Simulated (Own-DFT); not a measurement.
## Calculated data, Al3GaAs4 (zincblende random alloy, strained, atoms displaced)

All values are calculated (Own-DFT development build). A calculation, not a measurement: plane-wave density functional theory by an unreviewed code, no spin, of a simulated periodic cell, stress positive in tension, run twice, with PBE and with PBEsol, both on files made for PBE, so the change isn't that of files made for PBEsol, forces on such cells passed a denser k mesh, this cell's mesh not checked; the far tail of each file's local potential was reset to the Coulomb form; each entry is a single point on an unrelaxed cell, so the pressure reflects the starting lattice, mostly measured values (interpolated for alloys), from which strain is counted, and rises with the displacements; printed positions are rounded, which can move forces by about a meV/angstrom; the program, named Own-DFT, is a retired in-house code; no spin-orbit coupling; stress was not checked against mesh or cutoff.

Al3GaAs4 (zincblende random alloy, strained, atoms displaced)

```
Al3GaAs4
1.0
     11.4067    -0.0152     0.2187
     -0.0152    11.4983    -0.1300
      0.2187    -0.1300    11.4065
Al As Al Ga As Ga Al As Al As Al Ga Al Ga As Ga Al As Al As Al As
4 4 3 1 4 2 2 4 4 4 1 1 1 1 4 3 1 4 4 4 4 4
Direct
  0.00470 0.99641 0.00255
  0.98919 0.25078 0.24907
  0.24908 0.00342 0.24562
  0.25000 0.25205 0.00148
  0.12214 0.12322 0.12586
  0.12495 0.37686 0.37522
  0.37647 0.13409 0.37081
  0.37628 0.37555 0.12000
  0.00168 0.99706 0.50255
  0.00066 0.24665 0.74820
  0.25004 0.99687 0.75607
  0.25094 0.24625 0.49604
  0.13281 0.12446 0.62302
  0.11897 0.37988 0.86835
  0.37488 0.12660 0.88034
  0.38434 0.37656 0.62376
  0.00589 0.49931 0.00530
  0.99459 0.74461 0.24376
  0.24585 0.49627 0.24851
  0.24955 0.75656 0.99019
  0.12527 0.62097 0.11956
  0.12388 0.87951 0.37412
  0.37201 0.62289 0.37511
  0.38332 0.86814 0.12142
  0.99394 0.49335 0.49877
  0.99867 0.74307 0.74706
  0.25538 0.50353 0.74836
  0.24433 0.74901 0.50444
  0.13627 0.62396 0.61349
  0.11792 0.87328 0.86850
  0.37532 0.63046 0.87528
  0.37952 0.87181 0.62602
  0.51107 0.00426 0.99912
  0.50026 0.24560 0.25095
  0.75072 0.99922 0.25235
  0.74698 0.25160 0.99945
  0.62893 0.12284 0.12327
  0.62272 0.37060 0.37980
  0.87319 0.12115 0.37524
  0.87542 0.37394 0.12425
  0.50008 0.00759 0.50091
  0.50301 0.24613 0.74954
  0.74741 0.99942 0.74878
  0.74604 0.24806 0.50157
  0.62559 0.12112 0.62420
  0.62144 0.37647 0.86781
  0.87916 0.11871 0.86052
  0.87653 0.37442 0.62242
  0.50683 0.49806 0.99274
  0.49755 0.74616 0.24751
  0.74707 0.50391 0.24829
  0.75249 0.74213 0.99751
  0.62407 0.62240 0.12695
  0.62111 0.87987 0.38307
  0.87826 0.63233 0.37521
  0.87417 0.87952 0.12879
  0.50402 0.51140 0.49852
  0.50617 0.74013 0.74163
  0.75018 0.49773 0.75264
  0.75455 0.74621 0.50636
  0.63201 0.61876 0.62000
  0.62277 0.87317 0.87473
  0.87503 0.62484 0.87793
  0.87419 0.87230 0.62767
```

* functional: PBE, then PBEsol
* potential files: PseudoDojo norm-conserving, scalar-relativistic, standard set
* wave cutoff: 42 hartree
* occupations: Fermi-Dirac
* smearing width: 0.1 eV
* k mesh: 3 x 3 x 3 centred on Gamma
* PBE pressure: 1.05 GPa
* PBE stress xx: -1.2 GPa
* PBE stress yy: -0.73 GPa
* PBE stress zz: -1.23 GPa
* PBE stress yz: -1.44 GPa
* PBE stress xz: 2.98 GPa
* PBE stress xy: -0.36 GPa
* PBEsol pressure: -1 GPa
* PBEsol stress xx: 0.85 GPa
* PBEsol stress yy: 1.31 GPa
* PBEsol stress zz: 0.83 GPa
* PBEsol stress yz: -1.4 GPa
* PBEsol stress xz: 2.9 GPa
* PBEsol stress xy: -0.34 GPa
* rms change of force components from PBE to PBEsol: 0.038 eV/Å

Force:
```
force element  PBE force x (eV/Å)  PBE force y (eV/Å)  PBE force z (eV/Å)  PBEsol force x (eV/Å)  PBEsol force y (eV/Å)  PBEsol force z (eV/Å)
           Al              -0.687               0.462              -0.326                 -0.674                   0.45                 -0.317
           Al               0.698               0.017               0.357                  0.688                  0.011                  0.351
           Al               0.452              -0.344               0.142                  0.441                 -0.339                  0.138
           Al              -0.653               0.366              -0.201                 -0.638                  0.359                 -0.195
           As               0.187               0.397              -0.127                  0.182                  0.388                 -0.123
           As              -0.339              -0.908              -0.276                 -0.288                 -0.936                 -0.226
           As              -0.237               -1.68               0.123                 -0.187                 -1.555                  0.166
           As               0.314              -0.082               0.289                  0.347                 -0.121                  0.322
           Al              -0.306               0.499               0.058                 -0.306                  0.492                  0.055
           Al               0.198               0.582              -0.524                  0.192                  0.579                 -0.518
           Al               0.422               0.356              -0.502                  0.421                  0.353                 -0.497
           Ga              -0.016               1.225                0.45                 -0.001                  1.163                  0.431
           As              -0.329              -0.525               0.345                 -0.264                 -0.457                  0.277
           As               0.858              -0.617               0.164                  0.782                 -0.538                  0.231
           As               0.298              -0.546              -0.238                  0.346                 -0.484                 -0.284
           As              -0.375              -0.195              -0.109                 -0.359                 -0.279                 -0.101
           Ga              -0.856              -0.133               -0.57                 -0.816                 -0.141                 -0.554
           Ga                 0.7               0.981               0.008                  0.671                  0.938                  0.016
           Al               0.386               0.415              -0.129                  0.383                  0.403                  -0.12
           Al              -0.306                0.14               0.677                 -0.301                   0.14                  0.664
           As               0.813               0.729               0.394                  0.668                    0.7                  0.371
           As               0.377              -0.906              -0.352                  0.329                 -0.928                 -0.383
           As              -0.021               0.079              -0.164                 -0.025                  0.076                 -0.155
           As              -0.597               0.802              -0.111                 -0.579                  0.782                 -0.115
           Al               0.563               1.155              -0.274                  0.557                  1.134                 -0.267
           Al                0.16               0.061              -0.462                  0.159                  0.061                 -0.451
           Al              -0.121              -0.119              -0.115                 -0.121                 -0.117                 -0.112
           Al               1.143               1.649              -1.363                  1.129                  1.623                 -1.345
           As              -1.807              -1.383               1.533                  -1.77                 -1.363                  1.503
           As               0.371              -0.374               0.309                  0.358                 -0.367                  0.298
           As               0.567               -0.83              -0.288                  0.559                 -0.811                 -0.282
           As              -0.226                0.03              -0.025                 -0.177                   0.08                 -0.072
           Al              -1.163               -0.25              -0.013                 -1.144                 -0.241                  -0.02
           Ga               0.349               1.073              -0.701                   0.34                  1.024                 -0.659
           Al              -0.609               0.168               0.333                 -0.597                  0.169                  0.335
           Ga               0.478              -0.033              -0.709                  0.463                 -0.041                 -0.673
           As               0.289               0.046                0.49                  0.283                  0.163                  0.481
           As               0.329                0.45              -0.511                  0.269                   0.39                 -0.548
           As               0.187               0.072               0.444                   0.18                  0.068                  0.435
           As               -0.32               0.195              -0.044                  -0.31                  0.204                 -0.147
           Ga              -0.865              -0.084              -0.032                 -0.806                 -0.104                 -0.023
           Ga              -0.649               0.189              -0.176                 -0.616                  0.178                 -0.171
           Ga              -0.261              -0.301               0.017                 -0.239                 -0.302                  0.018
           Al               0.291               0.251              -0.193                  0.285                  0.246                 -0.192
           As               0.284                0.14               0.287                  0.207                   0.09                  0.332
           As               0.765              -0.807               0.281                  0.734                 -0.897                  0.258
           As              -0.231               0.148               1.601                 -0.334                  0.117                  1.548
           As              -0.396              -0.665               0.548                 -0.393                 -0.652                  0.539
           Al              -1.046                0.74               0.656                  -1.03                  0.725                  0.651
           Al               0.031               0.534               0.803                  0.027                  0.525                  0.791
           Al               0.193              -0.374               0.635                  0.188                 -0.368                  0.618
           Al              -0.629               1.416                0.69                 -0.616                  1.392                  0.683
           As                0.26              -0.189              -0.529                  0.255                 -0.186                 -0.523
           As               0.572              -1.103              -0.795                  0.497                 -1.007                 -0.715
           As              -0.399              -1.371               0.059                 -0.327                  -1.28                 -0.014
           As                0.04              -0.996              -0.767                   0.09                 -1.032                 -0.704
           Al              -0.663              -0.914              -0.368                 -0.655                 -0.902                 -0.365
           Al              -0.415               0.984               0.468                 -0.407                  0.973                  0.458
           Al               0.383               0.316               -0.32                   0.38                  0.306                 -0.316
           Al              -0.421               1.052              -0.554                 -0.415                   1.04                 -0.542
           As               0.409              -0.129                0.58                  0.407                 -0.136                  0.569
           As                0.55              -0.717              -0.326                  0.589                  -0.65                 -0.373
           As               0.591              -0.988              -0.484                  0.622                 -1.013                 -0.433
           As               0.432              -0.161              -0.061                  0.366                 -0.096                 -0.001
```
